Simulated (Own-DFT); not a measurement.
## Calculated data, GaN (wurtzite, atoms displaced)

Computed with Own-DFT development build. A calculation, not a measurement: plane-wave PBE density functional theory by an unreviewed code, no spin, of a simulated periodic cell, stress positive in tension, free energy of the whole cell less one offset for each atom, forces on such cells passed a denser k mesh, this cell's mesh not checked; offsets are fitted by least squares, one for each functional and potential file, so energies compare only between cells with the same atoms and settings and are not formation energies; the far tail of each file's local potential was reset to the Coulomb form; each entry is a single point on an unrelaxed cell, so the pressure reflects the starting lattice, mostly measured values (interpolated for alloys), from which strain is counted, and rises with the displacements; printed positions are rounded, which can move forces by about a meV/angstrom; the program, named Own-DFT, is a retired in-house code; no spin-orbit coupling.

Settings shared by all entries: functional PBE; potential files PseudoDojo norm-conserving, scalar-relativistic, standard set with the stringent files for Ga; wave cutoff 96 hartree; occupations Gaussian; smearing width 0.01 eV; k mesh 3 x 4 x 3 centred on Gamma.

(1) GaN (wurtzite, atoms displaced)

```
GaN
1.0
     12.7560     0.0000     0.0000
     -4.7835     8.2853     0.0000
      0.0000     0.0000    10.3700
Ga N Ga N Ga N Ga N Ga N Ga N Ga N Ga N Ga N Ga N Ga N Ga N Ga N Ga N Ga N Ga N Ga N Ga N Ga N Ga N Ga N Ga N Ga N Ga N
2 2 2 2 2 2 2 2 2 2 2 2 2 2 2 2 2 2 2 2 2 2 2 2 2 2 2 2 2 2 2 2 2 2 2 2 2 2 2 2 2 2 2 2 2 2 2 2
Direct
  0.08221 0.22000 0.00192
  0.16791 0.11097 0.25110
  0.08528 0.22483 0.18749
  0.16836 0.11290 0.43819
  0.08154 0.22108 0.49895
  0.16848 0.11289 0.75157
  0.08327 0.22286 0.68406
  0.16453 0.10943 0.93983
  0.08577 0.56127 0.99854
  0.17004 0.45139 0.24902
  0.08397 0.55223 0.18529
  0.16769 0.44832 0.43607
  0.08894 0.56068 0.50000
  0.16756 0.44791 0.75272
  0.08285 0.55871 0.68844
  0.16348 0.44102 0.93956
  0.08052 0.88684 0.00481
  0.17147 0.78009 0.24955
  0.08177 0.88875 0.18970
  0.16793 0.78007 0.43867
  0.08495 0.88675 0.50177
  0.16678 0.78242 0.74729
  0.08755 0.88882 0.69197
  0.16634 0.77788 0.93768
  0.33501 0.22388 0.00088
  0.41763 0.11519 0.25090
  0.33363 0.22451 0.18791
  0.41535 0.11117 0.43800
  0.33546 0.22663 0.50030
  0.41805 0.10983 0.75112
  0.33495 0.22146 0.69301
  0.41943 0.11529 0.93936
  0.33508 0.55454 0.00051
  0.41368 0.44562 0.24714
  0.33550 0.55597 0.18796
  0.41414 0.44412 0.43474
  0.33276 0.55510 0.49750
  0.41751 0.44696 0.74942
  0.32985 0.55318 0.68816
  0.41397 0.44165 0.93828
  0.32969 0.88955 0.00099
  0.41786 0.77749 0.24931
  0.33282 0.88999 0.19131
  0.41598 0.77561 0.43552
  0.33366 0.88898 0.50084
  0.41410 0.77741 0.74772
  0.33365 0.88702 0.68709
  0.41756 0.77749 0.94271
  0.58579 0.22785 0.00063
  0.66474 0.10793 0.25020
  0.58152 0.22300 0.19218
  0.66838 0.11133 0.43612
  0.58273 0.22181 0.50093
  0.66543 0.10912 0.74809
  0.58456 0.22529 0.68459
  0.66502 0.11128 0.93912
  0.58769 0.55725 0.99962
  0.66597 0.44415 0.24886
  0.58285 0.55151 0.18826
  0.66404 0.44136 0.43499
  0.58324 0.55595 0.49828
  0.66466 0.44733 0.75266
  0.58481 0.56029 0.68616
  0.67121 0.44732 0.93964
  0.58394 0.88947 0.99934
  0.66513 0.77746 0.24731
  0.58180 0.88912 0.18951
  0.66850 0.77595 0.43796
  0.58461 0.89105 0.50053
  0.66802 0.77724 0.74925
  0.58530 0.89078 0.68694
  0.66761 0.78035 0.93673
  0.83538 0.22278 0.00341
  0.91805 0.11205 0.24851
  0.83206 0.21885 0.18616
  0.91536 0.11164 0.43676
  0.83110 0.22121 0.49964
  0.91754 0.11104 0.75022
  0.83357 0.22163 0.68514
  0.91801 0.11075 0.93711
  0.83129 0.55055 0.99991
  0.91756 0.44610 0.24796
  0.83411 0.55870 0.18867
  0.91496 0.44508 0.43693
  0.83479 0.55753 0.49905
  0.91570 0.44242 0.75090
  0.83377 0.55728 0.68538
  0.91606 0.44106 0.93632
  0.83431 0.89140 0.00174
  0.91615 0.77376 0.24938
  0.83248 0.88910 0.18810
  0.91581 0.77937 0.43926
  0.83470 0.89182 0.50112
  0.91884 0.77963 0.75186
  0.83539 0.88869 0.68722
  0.91615 0.77985 0.94086
```

| Property | Result |
| --- | --- |
| free energy of cell above offsets | -10.405 eV |
| pressure | 5.39 GPa |
| stress xx | -4.96 GPa |
| stress yy | -5.03 GPa |
| stress zz | -6.17 GPa |
| stress yz | 0.17 GPa |
| stress xz | 0.03 GPa |
| stress xy | 0.25 GPa |

Force:
```
element  x (eV/Å)  y (eV/Å)  z (eV/Å)
     Ga      0.12     0.234     -0.22
     Ga    -0.348     0.146    -0.116
      N     0.038    -0.036     0.503
      N    -0.094    -0.275     0.304
     Ga      0.14     0.295    -0.351
     Ga    -0.353     0.068    -0.038
      N     0.212     0.113     0.774
      N     0.477     0.017     0.048
     Ga    -0.027    -0.952     -0.13
     Ga     0.074     -0.93    -0.054
      N    -0.471     0.897     0.268
      N     0.073    -0.459      0.11
     Ga    -0.968    -0.705     0.038
     Ga     -0.47    -0.601     -0.29
      N     0.292    -0.134     0.062
      N     0.436     0.536     0.042
     Ga       0.2     0.304    -0.642
     Ga     -1.07    -0.502     0.151
      N     0.599    -0.142     0.296
      N     0.204    -0.099    -0.203
     Ga    -0.693     0.511    -0.156
     Ga     0.852    -0.869     0.671
      N    -1.236     0.632    -0.686
      N     -0.27     0.459    -0.094
     Ga    -0.479    -0.429    -0.211
     Ga     -0.23    -0.301     0.046
      N     0.052    -0.262     0.036
      N     0.187    -0.018     0.297
     Ga    -0.137     -0.47     0.289
     Ga     0.016     0.195    -0.109
      N    -0.044     0.312    -0.674
      N    -0.046    -0.433    -0.006
     Ga    -0.649     0.016    -0.259
     Ga     0.948    -0.276      0.28
      N    -0.577     0.391    -0.204
      N     0.431     0.277     0.412
     Ga    -0.024     0.001     0.322
     Ga    -0.109    -0.196     0.076
      N     0.582     0.419    -0.223
      N     0.876     0.621    -0.098
     Ga     0.897     0.191     0.053
     Ga    -0.366     0.118    -0.085
      N     0.552     0.289    -0.511
      N     0.063     0.447     0.546
     Ga     0.216     0.166    -0.492
     Ga     0.797    -0.198     0.667
      N    -0.238     0.435     0.224
      N    -0.576      0.08    -0.742
     Ga      0.09    -0.823     0.365
     Ga     0.036     0.548    -0.178
      N      0.62      -0.1    -0.769
      N    -0.632    -0.177     0.315
     Ga     0.083     0.088    -0.748
     Ga     0.157      0.61     0.364
      N    -0.051    -0.155     0.958
      N     0.359     0.269    -0.175
     Ga    -0.869     0.022     0.085
     Ga     0.245     0.028     0.365
      N    -0.492      0.57    -0.307
      N     0.224      0.38     0.551
     Ga     0.071    -0.196    -0.331
     Ga     0.774    -0.061    -0.846
      N    -0.204     -0.62     0.285
      N    -0.903    -0.306    -0.372
     Ga    -0.189     0.137     0.093
     Ga     0.338    -0.136     0.452
      N     0.324    -0.155    -0.409
      N    -0.552     0.381    -0.126
     Ga     0.178    -0.465    -0.492
     Ga    -0.062     0.593    -0.076
      N    -0.362    -0.533     0.235
      N     0.151    -0.308     0.219
     Ga    -0.236    -0.376    -0.928
     Ga      0.05     -0.06     0.188
      N    -0.187     0.446      0.65
      N     0.126     0.097     0.001
     Ga     0.462     0.514    -0.283
     Ga    -0.042     0.112    -0.273
      N    -0.107    -0.126     0.584
      N    -0.379     0.063     0.176
     Ga     0.898     1.041     0.098
     Ga     0.022    -0.373     0.305
      N     0.089    -0.879    -0.381
      N     0.728     0.113    -0.014
     Ga    -0.472    -0.262    -0.136
     Ga    -0.166     0.182    -0.631
      N    -0.152    -0.149     0.801
      N    -0.031     0.484     0.523
     Ga     -0.08    -0.132    -0.211
     Ga    -0.462     0.875     0.464
      N     0.194    -0.114     0.137
      N     0.549     0.081    -0.156
     Ga    -0.015    -0.227    -0.366
     Ga     0.022    -0.253    -0.107
      N    -0.163     0.114     0.374
      N     0.163    -0.651    -0.194
```

(2) GaN (wurtzite, atoms displaced)

```
GaN
1.0
     12.7560     0.0000     0.0000
     -4.7835     8.2853     0.0000
      0.0000     0.0000    10.3700
Ga N Ga N Ga N Ga N Ga N Ga N Ga N Ga N Ga N Ga N Ga N Ga N Ga N Ga N Ga N Ga N Ga N Ga N Ga N Ga N Ga N Ga N Ga N Ga N
2 2 2 2 2 2 2 2 2 2 2 2 2 2 2 2 2 2 2 2 2 2 2 2 2 2 2 2 2 2 2 2 2 2 2 2 2 2 2 2 2 2 2 2 2 2 2 2
Direct
  0.08112 0.21815 0.00066
  0.16850 0.11265 0.25086
  0.08422 0.22261 0.19141
  0.16824 0.11279 0.43568
  0.08154 0.22096 0.49920
  0.16806 0.11363 0.74891
  0.08307 0.22758 0.69058
  0.16797 0.11260 0.93773
  0.08714 0.56348 0.99899
  0.16619 0.44404 0.25095
  0.08228 0.55532 0.18913
  0.16564 0.44400 0.43794
  0.08237 0.55948 0.50376
  0.16508 0.44533 0.74959
  0.08505 0.55426 0.68775
  0.16713 0.44572 0.93829
  0.08559 0.88990 0.99931
  0.16651 0.77805 0.25126
  0.08508 0.89142 0.18909
  0.16265 0.77765 0.43695
  0.08268 0.88680 0.49935
  0.16650 0.77822 0.75252
  0.08343 0.88888 0.68607
  0.16420 0.77607 0.94041
  0.33683 0.22330 0.00136
  0.41570 0.11057 0.24980
  0.33172 0.21920 0.18992
  0.41762 0.11166 0.43904
  0.33127 0.22095 0.49839
  0.41614 0.11541 0.74999
  0.33412 0.22466 0.69061
  0.41619 0.10954 0.93958
  0.33484 0.55790 0.00099
  0.41921 0.44467 0.25016
  0.33375 0.55450 0.19031
  0.41857 0.44235 0.43939
  0.33468 0.55666 0.49870
  0.41647 0.44634 0.75108
  0.33183 0.55824 0.69115
  0.41529 0.43961 0.94092
  0.33048 0.88819 0.00183
  0.41541 0.77682 0.24865
  0.33287 0.88699 0.18949
  0.41547 0.77027 0.43792
  0.33483 0.88997 0.50197
  0.41504 0.77870 0.75358
  0.33333 0.89031 0.68858
  0.41345 0.77604 0.93851
  0.58375 0.22433 0.99975
  0.66933 0.11267 0.24728
  0.58538 0.22189 0.18790
  0.66271 0.10607 0.43951
  0.58557 0.22139 0.49859
  0.66715 0.11223 0.75105
  0.58195 0.22166 0.68896
  0.66609 0.10940 0.93756
  0.58058 0.55519 0.99779
  0.66516 0.44157 0.25073
  0.58353 0.55868 0.19150
  0.66524 0.44382 0.43715
  0.58321 0.55659 0.49900
  0.66594 0.44612 0.74823
  0.58444 0.55413 0.68835
  0.66529 0.44300 0.93964
  0.58346 0.88743 0.99749
  0.66500 0.77683 0.24797
  0.58468 0.89061 0.18907
  0.66735 0.78195 0.43833
  0.58288 0.88867 0.50022
  0.67095 0.78257 0.74765
  0.58275 0.88900 0.69019
  0.66796 0.77651 0.93946
  0.83363 0.22172 0.00069
  0.91889 0.11120 0.24832
  0.83249 0.22076 0.18657
  0.91796 0.10943 0.44185
  0.83330 0.22587 0.49853
  0.91700 0.11225 0.74970
  0.83282 0.22303 0.68804
  0.91710 0.11523 0.93875
  0.83192 0.55232 0.00174
  0.91606 0.44653 0.24904
  0.83496 0.55684 0.18743
  0.91578 0.44082 0.43791
  0.83316 0.55345 0.49875
  0.91678 0.44695 0.75212
  0.83434 0.55606 0.68816
  0.91642 0.44585 0.94094
  0.83531 0.88958 0.00362
  0.91832 0.77810 0.25095
  0.83252 0.88570 0.19290
  0.91375 0.77729 0.43734
  0.83331 0.88915 0.50403
  0.91539 0.77752 0.75068
  0.83294 0.88743 0.68576
  0.92009 0.77784 0.94207
```

| Property | Result |
| --- | --- |
| free energy of cell above offsets | -10.508 eV |
| pressure | 5.37 GPa |
| stress xx | -5.13 GPa |
| stress yy | -5.56 GPa |
| stress zz | -5.43 GPa |
| stress yz | 0.34 GPa |
| stress xz | 0 GPa |
| stress xy | 0.14 GPa |

Force:
```
element  x (eV/Å)  y (eV/Å)  z (eV/Å)
     Ga     0.349     0.867      0.03
     Ga    -0.325    -0.228    -0.212
      N     0.047    -0.084    -0.575
      N     -0.38    -0.384     0.722
     Ga     0.376     0.419     0.256
     Ga    -0.385    -0.087     0.088
      N     0.482     -0.87    -0.445
      N     0.128    -0.128     0.131
     Ga    -0.084      -1.7     0.566
     Ga    -0.075     0.223    -0.053
      N     0.202     0.176    -0.166
      N    -0.063     0.245      0.38
     Ga     0.542    -0.559    -0.786
     Ga     0.561     0.058     0.448
      N    -0.939     0.584     0.487
      N    -0.069    -0.116     0.292
     Ga    -0.403     0.386     0.424
     Ga    -0.107    -0.164    -0.201
      N    -0.005    -0.147    -0.155
      N     0.953     0.054     0.391
     Ga    -0.586     0.461     -0.16
     Ga     0.023     0.003    -0.508
      N    -0.127     0.086     0.507
      N     0.425     0.866    -0.548
     Ga    -0.644    -0.544     0.082
     Ga     0.442    -0.062     0.181
      N     0.424     0.574    -0.243
      N    -0.078    -0.197    -0.087
     Ga     0.495      0.15     0.408
     Ga      0.41    -0.442     0.071
      N     -0.26     0.045    -0.553
      N     0.067     -0.02    -0.086
     Ga    -0.272     -0.71     0.064
     Ga    -0.484    -0.185     0.191
      N     0.001    -0.058    -0.258
      N    -0.525     0.127    -0.104
     Ga    -0.185    -0.897     0.471
     Ga    -0.068     0.178    -0.133
      N     0.501    -0.224    -0.403
      N    -0.241     0.793    -0.347
     Ga     0.439     0.126     -0.08
     Ga     0.481     0.036      0.25
      N    -0.191     0.208    -0.063
      N    -0.454     1.272     -0.08
     Ga    -0.109    -0.375    -0.458
     Ga     0.249     0.065    -0.588
      N    -0.176      0.08     0.306
      N     0.309     0.413     0.438
     Ga      0.23    -0.532    -0.048
     Ga    -0.302    -0.424      0.52
      N    -0.543    -0.055     0.032
      N     0.621      0.71    -0.525
     Ga    -0.617     0.114     0.354
     Ga     -0.18    -0.038    -0.257
      N     0.206     0.191    -0.118
      N    -0.029     0.238     0.291
     Ga      0.59     0.008     0.541
     Ga     0.122     0.547     -0.28
      N     0.399    -0.668    -0.769
      N     0.358    -0.002      0.27
     Ga     0.194     0.234     0.088
     Ga     0.476    -0.419     0.321
      N    -0.595     0.604     0.006
      N     -0.04      0.39    -0.298
     Ga    -0.201     0.108     0.355
     Ga     0.149      0.46     0.646
      N    -0.348     -0.23    -0.458
      N     0.196    -0.497     0.084
     Ga    -0.099    -0.371     0.202
     Ga    -0.713    -0.717     0.388
      N     0.013    -0.054    -0.043
      N    -0.013     0.235    -0.334
     Ga     -0.36     0.266    -0.268
     Ga    -0.428    -0.219     0.693
      N     0.488     0.339     0.445
      N    -0.732     0.171    -0.596
     Ga     0.271    -1.109     0.276
     Ga    -0.149     0.067    -0.057
      N     0.083     0.145     0.069
      N     0.202    -0.869    -0.064
     Ga     -0.13     0.396    -0.228
     Ga     0.393    -0.371    -0.051
      N    -0.508    -0.181     0.418
      N    -0.162     0.758    -0.139
     Ga    -0.267     0.236    -0.006
     Ga     0.242     -0.35    -0.014
      N    -0.233     0.022    -0.048
      N     0.362    -0.096    -0.279
     Ga    -0.016    -0.079    -0.129
     Ga    -0.089         0    -0.124
      N     0.042     0.437    -0.587
      N     0.542    -0.143     0.394
     Ga    -0.168    -0.075     -1.23
     Ga     0.428     0.066     0.212
      N     0.343     0.503     0.994
      N    -0.696    -0.059     -0.54
```

(3) GaN (wurtzite, atoms displaced)

```
GaN
1.0
     12.7560     0.0000     0.0000
     -4.7835     8.2853     0.0000
      0.0000     0.0000    10.3700
Ga N Ga N Ga N Ga N Ga N Ga N Ga N Ga N Ga N Ga N Ga N Ga N Ga N Ga N Ga N Ga N Ga N Ga N Ga N Ga N Ga N Ga N Ga N Ga N
2 2 2 2 2 2 2 2 2 2 2 2 2 2 2 2 2 2 2 2 2 2 2 2 2 2 2 2 2 2 2 2 2 2 2 2 2 2 2 2 2 2 2 2 2 2 2 2
Direct
  0.08161 0.21933 0.00108
  0.16518 0.11067 0.24942
  0.08507 0.22197 0.18937
  0.16654 0.11153 0.43334
  0.08327 0.22210 0.50149
  0.16970 0.10982 0.74868
  0.08201 0.21892 0.68661
  0.16906 0.10953 0.93846
  0.08076 0.55374 0.00049
  0.16610 0.44283 0.24611
  0.08067 0.55353 0.19254
  0.16725 0.44464 0.43928
  0.08459 0.55658 0.50293
  0.16693 0.44280 0.74714
  0.08058 0.54929 0.68867
  0.16588 0.44371 0.93727
  0.08265 0.89076 0.00259
  0.16899 0.77652 0.24935
  0.08396 0.89442 0.18583
  0.16286 0.77542 0.43544
  0.08447 0.88729 0.49721
  0.16605 0.77612 0.75072
  0.08253 0.88825 0.68632
  0.16551 0.77741 0.94061
  0.33005 0.22052 0.99742
  0.41287 0.10859 0.24851
  0.33718 0.22183 0.18841
  0.41462 0.11213 0.43744
  0.33292 0.22152 0.50019
  0.41910 0.11382 0.75410
  0.33189 0.22365 0.69276
  0.41972 0.11237 0.93774
  0.32925 0.55262 0.99894
  0.41728 0.44440 0.24729
  0.33297 0.55175 0.18693
  0.41662 0.44847 0.43686
  0.33338 0.55673 0.50058
  0.41730 0.44276 0.74995
  0.33343 0.55731 0.68594
  0.41709 0.44543 0.93684
  0.33230 0.88600 0.00000
  0.41434 0.77675 0.25545
  0.33313 0.88989 0.19033
  0.42035 0.77780 0.44160
  0.33388 0.88903 0.49998
  0.41633 0.78195 0.75287
  0.33083 0.88918 0.68804
  0.41446 0.77636 0.93985
  0.58153 0.22165 0.00378
  0.66706 0.11414 0.24807
  0.58087 0.22191 0.18770
  0.66501 0.10865 0.43794
  0.58282 0.22856 0.49913
  0.66617 0.11057 0.74883
  0.58579 0.22486 0.69017
  0.66689 0.11132 0.93727
  0.58189 0.55605 0.00069
  0.66852 0.44621 0.25201
  0.58121 0.55263 0.18632
  0.66639 0.44487 0.44009
  0.58372 0.55833 0.50042
  0.66516 0.44213 0.74812
  0.58579 0.55712 0.68851
  0.66817 0.44878 0.93799
  0.58149 0.88842 0.00062
  0.66582 0.78070 0.25019
  0.58106 0.88696 0.18551
  0.66452 0.77281 0.44142
  0.57877 0.88505 0.49736
  0.66387 0.77581 0.75082
  0.58307 0.88734 0.68753
  0.66723 0.77582 0.93667
  0.83042 0.21893 0.99548
  0.91644 0.11539 0.25266
  0.83194 0.21906 0.19017
  0.91696 0.11096 0.43784
  0.83526 0.22286 0.50062
  0.91432 0.10998 0.74814
  0.82986 0.22108 0.69371
  0.91673 0.11438 0.93809
  0.83456 0.55612 0.00250
  0.91653 0.44035 0.25068
  0.83420 0.55677 0.18691
  0.91759 0.44748 0.43975
  0.83177 0.55735 0.50042
  0.91698 0.44514 0.74993
  0.82971 0.55265 0.68876
  0.91696 0.44861 0.93996
  0.83492 0.89181 0.00137
  0.91674 0.77656 0.24742
  0.83111 0.88830 0.18985
  0.91692 0.77848 0.44369
  0.83629 0.89514 0.50077
  0.91625 0.77833 0.75122
  0.83457 0.89245 0.68660
  0.91358 0.77825 0.94139
```

| Item | Value |
| --- | --- |
| free energy of cell above offsets | -10.188 eV |
| pressure | 5.47 GPa |
| stress xx | -5.46 GPa |
| stress yy | -5.14 GPa |
| stress zz | -5.82 GPa |
| stress yz | 0.01 GPa |
| stress xz | -0.07 GPa |
| stress xy | -0.37 GPa |

Force:
```
element  x (eV/Å)  y (eV/Å)  z (eV/Å)
     Ga     0.217     0.276    -0.319
     Ga     0.741     0.404    -0.174
      N    -0.709    -0.079    -0.301
      N     0.037    -0.098      0.99
     Ga     0.311     0.053    -0.458
     Ga    -1.036    -0.289     0.222
      N     0.148     0.094     0.492
      N    -1.027     0.003    -0.291
     Ga     0.307     0.112     0.167
     Ga     0.142     0.193     0.789
      N     0.483     0.175    -0.794
      N    -0.189     0.045    -0.344
     Ga     -0.15    -0.286     -0.59
     Ga     0.139     -0.18     0.246
      N     0.137     0.775     0.188
      N    -0.326    -0.293     0.021
     Ga     0.001    -0.395    -0.662
     Ga    -0.985     0.094    -0.142
      N      0.41    -0.921      0.69
      N     1.083     0.184     0.387
     Ga    -0.524     0.415     0.246
     Ga    -0.357    -0.116     0.039
      N     0.315    -0.153     0.268
      N    -0.011    -0.047     -0.15
     Ga     1.046      0.51     0.531
     Ga     0.624     0.407     0.359
      N    -1.246     0.034    -0.482
      N     0.435    -0.216     0.196
     Ga    -0.408       0.5    -0.054
     Ga    -0.107    -0.161    -0.736
      N       0.9    -0.192    -0.878
      N    -0.662    -0.477     0.514
     Ga      0.61     0.166    -0.015
     Ga     0.058    -0.234     0.394
      N    -0.474     0.612     0.152
      N     0.339    -0.583     0.198
     Ga     0.057      -0.4    -0.102
     Ga    -0.238     0.823    -0.111
      N     0.165     0.044     0.677
      N    -0.376    -0.224     0.208
     Ga    -0.189     0.452     0.112
     Ga     0.477    -0.184    -0.888
      N      0.29    -0.505    -0.303
      N    -1.706    -0.286    -0.577
     Ga    -0.312     0.033    -0.059
     Ga     0.292    -0.481    -0.489
      N     0.292      0.26     0.103
      N     0.144     -0.01    -0.098
     Ga     0.475     0.737    -0.756
     Ga    -0.319    -0.599     0.347
      N      0.31     0.102     0.618
      N    -0.057     0.448     0.086
     Ga     0.511    -1.112     0.204
     Ga    -0.279    -0.359     0.113
      N    -0.545    -0.652    -0.585
      N    -0.524    -0.238     0.205
     Ga     0.439    -0.087    -0.277
     Ga     -0.44    -0.098     -0.43
      N     0.414      0.61     0.545
      N    -0.131      0.35    -0.391
     Ga    -0.177    -0.601     0.106
     Ga     0.081     0.546     0.827
      N    -0.493     -0.44    -0.131
      N     0.021    -0.656     0.174
     Ga     0.442    -0.166    -0.452
     Ga       0.1    -0.678     0.146
      N    -0.267      0.29     0.731
      N     0.141     1.241    -0.635
     Ga     1.491     0.872     0.741
     Ga     0.528     0.357    -0.219
      N    -0.484     0.177     0.076
      N    -0.432     0.563     0.458
     Ga     0.111     0.702     0.618
     Ga     0.541    -0.741     -0.48
      N    -0.086     0.454    -0.726
      N    -0.047     0.528     0.216
     Ga    -0.754     0.056     0.204
     Ga     0.294     0.218     0.307
      N     0.675     0.331    -0.872
      N     0.331    -0.366    -0.078
     Ga    -0.711         0    -0.587
     Ga    -0.589     0.337     0.252
      N     0.212    -0.415     0.716
      N    -0.045    -0.402      0.02
     Ga     0.441     -0.07      0.23
     Ga    -0.585    -0.098     0.187
      N     0.591     0.513     0.042
      N     0.171    -0.702    -0.231
     Ga    -0.608    -0.197    -0.049
     Ga    -0.199     0.387      0.74
      N      0.34     0.416     0.075
      N    -0.144     0.116    -1.082
     Ga    -0.262    -1.041    -0.131
     Ga      -0.2    -0.156    -0.143
      N    -0.215    -0.552     0.465
      N     0.769     0.219    -0.366
```
